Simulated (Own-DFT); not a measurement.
# Computed records: SiC (2H silicon carbide, atoms displaced), GaP (zincblende, strained, atoms displaced), SiC (twinned 3C silicon carbide, atoms displaced)

All values are calculated (Own-DFT development build). A calculation, not a measurement: plane-wave PBE density functional theory by an unreviewed code, no spin, of a simulated periodic cell, stress positive in tension, free energy of the whole cell less one offset for each atom, forces on such cells passed a denser k mesh, this cell's mesh not checked; offsets are fitted by least squares, one for each functional and potential file, so energies compare only between cells with the same atoms and settings and are not formation energies; the far tail of each file's local potential was reset to the Coulomb form; each entry is a single point on an unrelaxed cell, so the pressure reflects the starting lattice, mostly measured values (interpolated for alloys), from which strain is counted, and rises with the displacements; printed positions are rounded, which can move forces by about a meV/angstrom; the program, named Own-DFT, is a retired in-house code; no spin-orbit coupling.

Common to all runs: functional PBE; potential files PseudoDojo norm-conserving, scalar-relativistic, standard set; wave cutoff 42 hartree; occupations Fermi-Dirac; smearing width 0.1 eV; hardware one NVIDIA H100.

(1) SiC (2H silicon carbide, atoms displaced)

```
SiC
1.0
      9.2481     0.0000     0.0000
     -4.6241     8.0091     0.0000
      0.0000     0.0000    10.0681
Si C Si C Si C Si C Si C Si C Si C Si C Si C Si C Si C Si C Si C Si C Si C Si C Si C Si C
2 2 2 2 2 2 2 2 2 2 2 2 2 2 2 2 2 2 2 2 2 2 2 2 2 2 2 2 2 2 2 2 2 2 2 2
Direct
  0.99449 0.98914 0.00903
  0.10420 0.21727 0.25257
  0.99828 0.00255 0.18647
  0.11775 0.22228 0.44512
  0.01265 0.01589 0.48947
  0.09388 0.21252 0.74612
  0.99448 0.00388 0.69116
  0.10327 0.21434 0.93222
  0.99130 0.32489 0.00426
  0.11323 0.55140 0.25319
  0.00553 0.33966 0.19326
  0.10987 0.56025 0.43738
  0.99793 0.33315 0.49436
  0.10534 0.54713 0.75426
  0.00829 0.33757 0.68716
  0.11105 0.55855 0.94969
  0.00716 0.66633 0.99436
  0.11040 0.88328 0.25699
  0.00546 0.67594 0.18722
  0.11330 0.89343 0.43496
  0.00213 0.67142 0.50686
  0.11005 0.89395 0.75467
  0.99969 0.66605 0.69703
  0.11203 0.89631 0.94611
  0.33173 0.99774 0.00406
  0.42387 0.20033 0.23828
  0.33231 0.99624 0.18965
  0.44936 0.21116 0.43671
  0.34177 0.00617 0.50092
  0.45381 0.22715 0.74207
  0.32819 0.00046 0.68597
  0.44283 0.20990 0.94126
  0.33108 0.31916 0.00049
  0.44430 0.55652 0.24794
  0.32113 0.33311 0.18133
  0.45006 0.56237 0.43178
  0.33257 0.33511 0.50463
  0.44239 0.54952 0.75058
  0.33145 0.33275 0.69045
  0.44286 0.55609 0.93417
  0.33153 0.66679 0.99263
  0.43805 0.88653 0.24824
  0.33797 0.66951 0.19466
  0.45404 0.89479 0.43627
  0.33459 0.67313 0.50132
  0.45652 0.89381 0.75286
  0.34214 0.66217 0.68957
  0.45533 0.88592 0.92984
  0.66378 0.98678 0.99500
  0.78771 0.22653 0.24790
  0.66275 0.98904 0.19599
  0.77965 0.21938 0.44144
  0.67322 0.01069 0.50062
  0.78534 0.22376 0.73743
  0.65395 0.98964 0.69928
  0.77714 0.21665 0.92910
  0.67132 0.34441 0.99374
  0.77280 0.55064 0.25656
  0.66334 0.33230 0.18349
  0.77863 0.56612 0.42574
  0.66196 0.31800 0.49813
  0.78695 0.55871 0.74241
  0.67111 0.33526 0.68567
  0.76926 0.54647 0.94281
  0.66546 0.66632 0.99193
  0.76803 0.88695 0.24953
  0.67119 0.67553 0.18948
  0.77257 0.89016 0.43854
  0.66187 0.66715 0.50123
  0.78000 0.88871 0.75271
  0.66557 0.66055 0.69359
  0.77968 0.88346 0.93000
```

Here we set k mesh 4 x 4 x 3 centred on Gamma.

It finds free energy of cell above offsets -4.467 eV; pressure 5.97 GPa; stress xx -4.44 GPa; stress yy -7.15 GPa; stress zz -6.33 GPa; stress yz -0.27 GPa; stress xz 0.19 GPa; stress xy -0.4 GPa; wall time 389.9 s.

Force:
| element | x (eV/Å) | y (eV/Å) | z (eV/Å) |
| --- | --- | --- | --- |
| Si | -1.015 | 1.886 | -2.056 |
| Si | 0.842 | 0.76 | -0.492 |
| C | -0.024 | -0.888 | 2.184 |
| C | -1.463 | 2.688 | -2.364 |
| Si | -1.431 | -4.943 | 2.501 |
| Si | 2.815 | 1.807 | 1.693 |
| C | 1.126 | -1.744 | -2.15 |
| C | 0.206 | 0.215 | 1.554 |
| Si | 0.977 | 0.401 | -0.977 |
| Si | -1.004 | 2.78 | -0.741 |
| C | -0.152 | -1.638 | -0.482 |
| C | 0.433 | -0.527 | 0.976 |
| Si | 1.163 | 1.191 | 1.208 |
| Si | 1.585 | 2.026 | 0.449 |
| C | -1.611 | -0.707 | -1.561 |
| C | 0.89 | -2.04 | -2.501 |
| Si | -3.013 | 0.867 | 2.416 |
| Si | -0.951 | 0.622 | -1.853 |
| C | 0.218 | -2.531 | -0.089 |
| C | 0.672 | 0.066 | 2.073 |
| Si | -0.885 | -0.122 | -1.569 |
| Si | 0.078 | 0.511 | 0.056 |
| C | 1.435 | 1.113 | -1.278 |
| C | 1.21 | -1.778 | -1.583 |
| Si | 1.247 | -0.782 | -0.975 |
| Si | 1.376 | 5.476 | 2.168 |
| C | -0.677 | -2.535 | -1.191 |
| C | -2.323 | 2.083 | -1.146 |
| Si | -0.5 | -2.447 | 0.01 |
| Si | -1.708 | -1.301 | 1.745 |
| C | 1.349 | -0.098 | 0.716 |
| C | 0.076 | 1.905 | -1.242 |
| Si | -1.66 | 1.373 | -1.785 |
| Si | 0.933 | 0.156 | -0.485 |
| C | 1.439 | -0.823 | 1.721 |
| C | -1.227 | -1.547 | 1.416 |
| Si | 2.02 | 0.88 | -0.688 |
| Si | 0.523 | 0.176 | 0.193 |
| C | 0.031 | -0.865 | -0.301 |
| C | 0.251 | -1.371 | 0.971 |
| Si | 1.349 | -0.094 | 1.76 |
| Si | 1.634 | 0.21 | 1.127 |
| C | -1.029 | -0.741 | -1.878 |
| C | -1.367 | -0.242 | 0.596 |
| Si | 0.95 | -0.449 | -0.186 |
| Si | -4.767 | -2.756 | -0.788 |
| C | -2.519 | 0.963 | -0.189 |
| C | -2.9 | -0.4 | 2.473 |
| Si | 0.708 | 2.09 | 1.166 |
| Si | -2.471 | -1.307 | -0.133 |
| C | -1.725 | 2.709 | -2.654 |
| C | 0.367 | 1.384 | -1.214 |
| Si | 0.105 | -3.385 | 0.84 |
| Si | -0.933 | -0.937 | 2.338 |
| C | 4.626 | 3.643 | -3.731 |
| C | -0.431 | 0.541 | 1.074 |
| Si | 0.701 | -4.918 | 1.585 |
| Si | 0.23 | 1.145 | -4.487 |
| C | 0.243 | -0.659 | 0.715 |
| C | 0.829 | -1.373 | 5.704 |
| Si | -0.529 | 3.229 | -0.535 |
| Si | -2.425 | -1.284 | 2.127 |
| C | 0.719 | -0.063 | -0.76 |
| C | 1.33 | 4.013 | -2.778 |
| Si | -0.171 | -0.504 | 1.719 |
| Si | 2.362 | -0.316 | 1.277 |
| C | -0.067 | -2.264 | -1.367 |
| C | 1.36 | 1.007 | 0.347 |
| Si | 1.039 | 0.505 | -0.081 |
| Si | -0.799 | -0.925 | -1.603 |
| C | 0.195 | 0.739 | -1.309 |
| C | 0.138 | 0.139 | 2.302 |

(2) GaP (zincblende, strained, atoms displaced)

```
GaP
1.0
     10.8620     0.0000     0.0000
      0.0000    10.8620     0.0000
      0.0000     0.0000    10.9361
Ga P Ga P Ga P Ga P Ga P Ga P Ga P Ga P
4 4 4 4 4 4 4 4 4 4 4 4 4 4 4 4
Direct
  0.00374 0.99996 0.99387
  0.00129 0.24908 0.24157
  0.25021 0.00580 0.25581
  0.24812 0.24508 0.00242
  0.12722 0.12170 0.11815
  0.11820 0.37261 0.36849
  0.37296 0.12658 0.37003
  0.36918 0.37685 0.12264
  0.99016 0.00281 0.49707
  0.99252 0.25296 0.75296
  0.24717 0.99656 0.74163
  0.25343 0.25922 0.49487
  0.11508 0.12520 0.62221
  0.11630 0.37851 0.87169
  0.37577 0.13153 0.87658
  0.37533 0.37984 0.61950
  0.99501 0.49444 0.00406
  0.00493 0.74689 0.24304
  0.24913 0.49793 0.25576
  0.24836 0.75212 0.00140
  0.12344 0.62720 0.12492
  0.12457 0.87265 0.37350
  0.37963 0.62954 0.37629
  0.37031 0.86680 0.12261
  0.99553 0.50737 0.50035
  0.00376 0.75480 0.75502
  0.25516 0.49683 0.74656
  0.24147 0.75975 0.50289
  0.12161 0.62106 0.62204
  0.12518 0.88401 0.87778
  0.37414 0.62103 0.87641
  0.37832 0.87653 0.62672
  0.49199 0.00555 0.99672
  0.50279 0.25674 0.23953
  0.74197 0.99263 0.24887
  0.74427 0.25479 0.00526
  0.62888 0.12292 0.12048
  0.62365 0.37523 0.38358
  0.87758 0.11988 0.38031
  0.87164 0.36527 0.12346
  0.49718 0.00654 0.49168
  0.49998 0.25125 0.74834
  0.75509 0.00182 0.75645
  0.75734 0.25458 0.50774
  0.61473 0.12439 0.62094
  0.62195 0.38064 0.86747
  0.87459 0.13147 0.87114
  0.87361 0.36856 0.62017
  0.48966 0.49398 0.99760
  0.50059 0.74269 0.24266
  0.74997 0.50191 0.24900
  0.74720 0.74818 0.00646
  0.62678 0.62033 0.13017
  0.62441 0.87620 0.37408
  0.87697 0.62647 0.37701
  0.87633 0.87119 0.13052
  0.49688 0.49664 0.50063
  0.50563 0.75188 0.74676
  0.75324 0.49206 0.74568
  0.75140 0.75196 0.50064
  0.62535 0.62062 0.62813
  0.62635 0.88129 0.87277
  0.88051 0.61619 0.87646
  0.87193 0.87367 0.62362
```

Here we set k mesh 3 x 3 x 3 centred on Gamma.

It finds free energy of cell above offsets -33.302 eV; pressure 3.61 GPa; stress xx -3.83 GPa; stress yy -3.72 GPa; stress zz -3.3 GPa; stress yz -0.03 GPa; stress xz -0.47 GPa; stress xy -0.09 GPa; wall time 514.2 s.

Force:
| element | x (eV/Å) | y (eV/Å) | z (eV/Å) |
| --- | --- | --- | --- |
| Ga | -1.372 | 0.443 | 0.771 |
| Ga | -0.17 | -0.99 | 0.581 |
| Ga | -0.389 | -1.073 | -0.815 |
| Ga | -0.212 | 0.942 | -0.853 |
| P | -0.361 | -0.175 | 0.893 |
| P | 0.136 | 0.524 | 0.682 |
| P | 0.519 | 1.036 | 0.004 |
| P | -0.139 | -0.305 | 0.317 |
| Ga | 1.282 | -1.249 | 0.692 |
| Ga | 0.869 | -0.086 | -0.664 |
| Ga | 0.088 | 1.045 | 0.428 |
| Ga | -0.892 | -0.878 | 0.149 |
| P | 0.94 | 0.448 | 0.012 |
| P | 1.16 | -0.432 | 0.349 |
| P | -0.716 | -0.34 | -0.925 |
| P | -0.144 | -0.913 | 0.73 |
| Ga | 0.473 | 0.26 | 0.176 |
| Ga | -0.418 | 0.238 | 1.1 |
| Ga | 0.085 | 0.764 | -0.14 |
| Ga | -0.393 | -0.594 | -0.73 |
| P | 0.491 | -1.163 | -0.425 |
| P | -0.64 | 0.886 | -0.186 |
| P | -0.881 | -0.252 | 0.304 |
| P | 0.71 | 1.395 | 0.596 |
| Ga | 0.154 | -1.131 | -0.232 |
| Ga | -0.337 | -0.543 | -0.303 |
| Ga | -0.891 | 0.349 | 0.288 |
| Ga | 0.9 | -0.943 | 0.113 |
| P | 0.644 | 0.754 | 0.767 |
| P | 0.721 | -1.216 | -0.711 |
| P | -0.164 | 1.041 | -0.512 |
| P | -0.12 | -0.068 | -0.642 |
| Ga | 0.478 | -0.801 | 0.354 |
| Ga | 0.161 | -0.415 | 0.765 |
| Ga | 1.071 | 0.782 | 0.168 |
| Ga | -0.197 | -0.389 | -1.556 |
| P | -0.807 | -0.113 | 0.39 |
| P | 0.503 | -0.26 | -1.095 |
| P | -1.374 | 1.302 | -1.825 |
| P | 0.069 | 1.248 | 0.637 |
| Ga | -0.067 | -0.67 | 0.26 |
| Ga | -0.207 | 0.048 | -0.209 |
| Ga | -0.594 | 0.12 | -1.139 |
| Ga | -1.662 | -1.734 | -1.405 |
| P | 1.431 | 0.151 | 0.513 |
| P | 0.057 | -0.632 | 0.966 |
| P | -0.405 | -0.358 | 1.29 |
| P | 1.196 | 1.589 | 0.939 |
| Ga | 1.065 | 0.499 | 0.144 |
| Ga | -0.053 | 0.75 | 0.671 |
| Ga | 0.332 | -0.757 | 0.899 |
| Ga | 0.326 | -0.052 | -0.825 |
| P | -0.548 | -0.296 | -1.308 |
| P | -0.753 | -0.739 | 0.129 |
| P | -0.366 | 0.335 | -0.794 |
| P | -0.038 | 0.638 | -0.885 |
| Ga | 0.501 | 1.11 | -0.287 |
| Ga | -0.213 | -0.292 | 0.602 |
| Ga | 0.231 | 0.808 | 0.171 |
| Ga | -0.572 | -0.439 | -0.029 |
| P | 0.233 | 0.198 | -0.617 |
| P | -0.237 | -0.627 | 0.807 |
| P | -0.906 | 0.981 | -0.227 |
| P | 0.412 | 0.242 | 0.68 |

(3) GaP (zincblende, strained, atoms displaced)

```
GaP
1.0
     10.8620     0.0000     0.0000
      0.0000    10.8620     0.0000
      0.0000     0.0000    10.9439
Ga P Ga P Ga P Ga P Ga P Ga P Ga P Ga P
4 4 4 4 4 4 4 4 4 4 4 4 4 4 4 4
Direct
  0.98393 0.99828 0.99067
  0.99527 0.24126 0.25382
  0.24535 0.99911 0.23808
  0.24037 0.24595 0.99618
  0.13746 0.11638 0.12040
  0.12318 0.37322 0.37667
  0.37871 0.11992 0.36891
  0.37999 0.37752 0.13547
  0.99843 0.99784 0.50249
  0.00564 0.26354 0.75065
  0.25155 0.00167 0.73677
  0.24453 0.24410 0.50660
  0.12558 0.10986 0.63375
  0.11864 0.38373 0.88769
  0.38049 0.12499 0.87890
  0.37942 0.37326 0.62034
  0.99583 0.50628 0.98867
  0.00423 0.74342 0.24402
  0.24963 0.48810 0.24055
  0.25267 0.75315 0.98575
  0.12935 0.63432 0.12890
  0.12463 0.87305 0.37562
  0.36948 0.62436 0.36881
  0.37143 0.87913 0.12004
  0.99941 0.48434 0.50491
  0.00293 0.75298 0.76272
  0.24598 0.49431 0.75826
  0.24742 0.74345 0.50934
  0.12451 0.63402 0.63179
  0.11203 0.88083 0.88402
  0.38171 0.61528 0.87752
  0.36461 0.87106 0.62265
  0.50072 0.00043 0.99875
  0.51371 0.26507 0.24169
  0.75173 0.99475 0.24661
  0.75321 0.25447 0.99138
  0.64079 0.12347 0.12753
  0.63402 0.37063 0.37410
  0.88673 0.12608 0.36838
  0.86800 0.37981 0.11499
  0.50562 0.00145 0.49263
  0.49511 0.23795 0.75734
  0.77805 0.00045 0.74797
  0.74583 0.25686 0.49511
  0.62863 0.12130 0.62563
  0.63576 0.38077 0.87285
  0.87894 0.14263 0.87573
  0.86323 0.38741 0.62278
  0.50085 0.51099 0.98850
  0.49637 0.74522 0.24745
  0.75997 0.50565 0.24774
  0.75118 0.75392 0.99227
  0.61817 0.62100 0.11035
  0.64066 0.87539 0.37612
  0.88356 0.62189 0.37700
  0.86937 0.88002 0.12523
  0.49319 0.49346 0.49270
  0.50493 0.74939 0.75244
  0.74664 0.50320 0.74187
  0.74217 0.75895 0.49946
  0.60641 0.62597 0.63155
  0.61389 0.86415 0.87470
  0.88962 0.63672 0.87263
  0.88034 0.87091 0.62672
```

Settings of this run: k mesh 3 x 3 x 3 centred on Gamma.

Results for GaP (zincblende, strained, atoms displaced): free energy of cell above offsets -28.659 eV; pressure 4.62 GPa; stress xx -4.73 GPa; stress yy -4.79 GPa; stress zz -4.33 GPa; stress yz 0.67 GPa; stress xz 0.41 GPa; stress xy 1.15 GPa; wall time 584.5 s.

Force:
| element | x (eV/Å) | y (eV/Å) | z (eV/Å) |
| --- | --- | --- | --- |
| Ga | 0.475 | 1.081 | 1.468 |
| Ga | 1.801 | 1.812 | -2.276 |
| Ga | 1.093 | -0.911 | 2.108 |
| Ga | 1.388 | 0.527 | 0.545 |
| P | -3.061 | 1.092 | -0.617 |
| P | 0.247 | -0.681 | -0.253 |
| P | -0.217 | 0.866 | -0.252 |
| P | 0.084 | -0.445 | -2.975 |
| Ga | 0.335 | -0.197 | -0.624 |
| Ga | -0.28 | -0.388 | -0.618 |
| Ga | 0.958 | -1.138 | 2.767 |
| Ga | 0.64 | -0.336 | -0.637 |
| P | -1.711 | 2.873 | -1.269 |
| P | 1.152 | -1.196 | -1.309 |
| P | -1.685 | -0.522 | -0.043 |
| P | -1.024 | -0.748 | 1.251 |
| Ga | -0.156 | 0.717 | 2.549 |
| Ga | -0.864 | 1.244 | 1.065 |
| Ga | -0.965 | 1.509 | 1.252 |
| Ga | -0.058 | -0.193 | 1 |
| P | 0.636 | -1.628 | -1.76 |
| P | 0.094 | -0.011 | -0.169 |
| P | -0.123 | -0.383 | 0.587 |
| P | 0.588 | -0.762 | -0.009 |
| Ga | 0.675 | 1.901 | -0.329 |
| Ga | 1.021 | 0.981 | -1.975 |
| Ga | 0.603 | 0.495 | -1.027 |
| Ga | 0.053 | 0.255 | -1.648 |
| P | -0.605 | -1.916 | 0.391 |
| P | 2.043 | 0.053 | -1.307 |
| P | -2.227 | 1.973 | -1.966 |
| P | 2.102 | 0.132 | 0.155 |
| Ga | 0.676 | -0.097 | 0.786 |
| Ga | -0.226 | -2.078 | 0.678 |
| Ga | 0.528 | 0.889 | 0.901 |
| Ga | -0.801 | -0.01 | 1.089 |
| P | -1.395 | 0.691 | -1.079 |
| P | -0.683 | 2.035 | -0.656 |
| P | -2.361 | -1.336 | 1.984 |
| P | 1.401 | -0.298 | 0.715 |
| Ga | -0.348 | -0.335 | 0.447 |
| Ga | 1.501 | 1.608 | -1.307 |
| Ga | -2.233 | 0.555 | 0.483 |
| Ga | 1.003 | -1.728 | 0.892 |
| P | 0.4 | 0.013 | 0.212 |
| P | -1.622 | -0.473 | -0.287 |
| P | 0.449 | -1.134 | -0.851 |
| P | 1.006 | -1.976 | 0.123 |
| Ga | 0.805 | -2.886 | 1.473 |
| Ga | 0.518 | 0.561 | -0.38 |
| Ga | -0.97 | 0.066 | -0.163 |
| Ga | -0.195 | -0.413 | 0.642 |
| P | 1.67 | 1.065 | 1.905 |
| P | -2.482 | 0.392 | -1.263 |
| P | -0.569 | 0.541 | 0.355 |
| P | 0.762 | -1.305 | -0.541 |
| Ga | 0.533 | 0.657 | -0.342 |
| Ga | -2.351 | 0.173 | -0.296 |
| Ga | -0.149 | 1.549 | 1.031 |
| Ga | 1.261 | -2.183 | 1.368 |
| P | 1.778 | -0.705 | -2 |
| P | 1.944 | 2.186 | 0.213 |
| P | -3.042 | -1.433 | 0.177 |
| P | 0.182 | -0.645 | -0.383 |

(4) SiC (twinned 3C silicon carbide, atoms displaced)

```
SiC
1.0
      4.3596    -4.3596     0.0000
      0.0000     4.3596    -4.3596
      8.7192     8.7192     8.7192
Si C Si C Si C Si C Si C Si C Si C Si C Si C Si C Si C Si C Si C Si C Si C Si C Si C Si C Si C Si C Si C Si C Si C Si C
1 1 1 1 1 1 1 1 1 1 1 1 1 1 1 1 1 1 1 1 1 1 1 1 1 1 1 1 1 1 1 1 1 1 1 1 1 1 1 1 1 1 1 1 1 1 1 1
Direct
  0.00608 0.99615 0.43799
  0.00084 0.00476 0.06097
  0.17034 0.33978 0.10317
  0.16124 0.33596 0.23169
  0.34379 0.16600 0.27353
  0.33034 0.16365 0.39462
  0.99342 0.49295 0.43954
  0.99576 0.48981 0.06372
  0.16934 0.84272 0.10173
  0.16329 0.83478 0.23140
  0.32472 0.67319 0.26972
  0.32125 0.65531 0.39997
  0.50549 0.00508 0.43497
  0.49527 0.98815 0.06634
  0.67132 0.33311 0.10318
  0.67145 0.33009 0.22915
  0.83395 0.15920 0.26948
  0.83027 0.16315 0.39642
  0.49851 0.49420 0.43738
  0.49351 0.49204 0.06434
  0.66582 0.82558 0.10385
  0.66330 0.82548 0.22808
  0.83511 0.66704 0.27067
  0.83700 0.66690 0.39286
  0.00110 0.99183 0.93629
  0.99915 0.99713 0.56615
  0.83591 0.66237 0.60451
  0.83824 0.66602 0.72955
  0.67520 0.82379 0.77122
  0.66710 0.83829 0.89545
  0.99784 0.49830 0.94082
  0.99936 0.49663 0.56027
  0.84775 0.16856 0.60348
  0.82773 0.15564 0.72726
  0.66427 0.33507 0.77153
  0.66234 0.33172 0.89097
  0.49754 0.99964 0.93892
  0.49908 0.99445 0.56349
  0.33807 0.66994 0.60683
  0.33037 0.66265 0.72781
  0.16494 0.82774 0.76997
  0.17063 0.83506 0.89394
  0.49381 0.49212 0.93802
  0.49497 0.51022 0.56432
  0.33513 0.16723 0.60487
  0.32588 0.15873 0.73037
  0.15446 0.32193 0.77141
  0.16340 0.33639 0.89709
```

Here we set k mesh 5 x 5 x 2 centred on Gamma.

It finds free energy of cell above offsets -7.069 eV; pressure 3.67 GPa; stress xx -3.3 GPa; stress yy -4.65 GPa; stress zz -3.06 GPa; stress yz -0.99 GPa; stress xz -0.46 GPa; stress xy 0.5 GPa; wall time 177.4 s.

Force:
| element | x (eV/Å) | y (eV/Å) | z (eV/Å) |
| --- | --- | --- | --- |
| Si | -0.762 | 1.005 | 0.24 |
| C | 0.008 | -0.135 | 0.585 |
| Si | 0.174 | 0.484 | 1.932 |
| C | 0.352 | -1.667 | -0.416 |
| Si | -1.644 | 0.573 | -1.328 |
| C | 1.116 | 0.043 | 0.23 |
| Si | -0.403 | -0.621 | -0.919 |
| C | 0.301 | 0.845 | -1.598 |
| Si | -0.064 | 0.578 | 1.802 |
| C | -0.572 | -0.428 | -1.37 |
| Si | 1.163 | -0.804 | 1.815 |
| C | 0.181 | -0.917 | -1.901 |
| Si | -0.205 | 0.41 | 2.291 |
| C | -0.035 | -0.417 | -1.767 |
| Si | -0.328 | 0.714 | 1.346 |
| C | -0.162 | 0.198 | -0.234 |
| Si | 0.235 | 0.579 | 0.11 |
| C | 0.244 | -0.944 | -0.15 |
| Si | 0.196 | 0.815 | -0.749 |
| C | 0.534 | -1.063 | -0.868 |
| Si | 0.341 | 0.17 | -0.145 |
| C | 0.048 | 0.433 | -0.075 |
| Si | -0.58 | -0.112 | 0.361 |
| C | 0.193 | 0.861 | 1.111 |
| Si | -0.214 | 1.037 | -0.907 |
| C | -0.041 | -1.699 | -0.541 |
| Si | -0.604 | 0.3 | -0.085 |
| C | -0.415 | -0.551 | 0.556 |
| Si | -1.433 | 1.673 | -0.743 |
| C | 0.157 | -0.509 | 1.116 |
| Si | -0.989 | -0.647 | -0.878 |
| C | 0.996 | 0.941 | 0.65 |
| Si | -1.616 | 1.431 | 0.462 |
| C | 0.499 | 0.864 | -0.084 |
| Si | -1.09 | -1.679 | 0.099 |
| C | 1.803 | 1.344 | 1.371 |
| Si | 0.051 | -0.607 | -0.353 |
| C | 0.496 | 0.272 | -1.361 |
| Si | -1.307 | 0.287 | -0.639 |
| C | 0.941 | 0.148 | 1.076 |
| Si | 0.708 | -0.446 | -0.207 |
| C | 0.026 | 0.268 | 1.127 |
| Si | 0.075 | 0.101 | -1.049 |
| C | 0.612 | -2.36 | 1.021 |
| Si | 0.274 | -0.174 | -0.04 |
| C | 0.479 | 0.085 | -0.625 |
| Si | 0.517 | -0.051 | -0.862 |
| C | -0.255 | -0.628 | 0.595 |
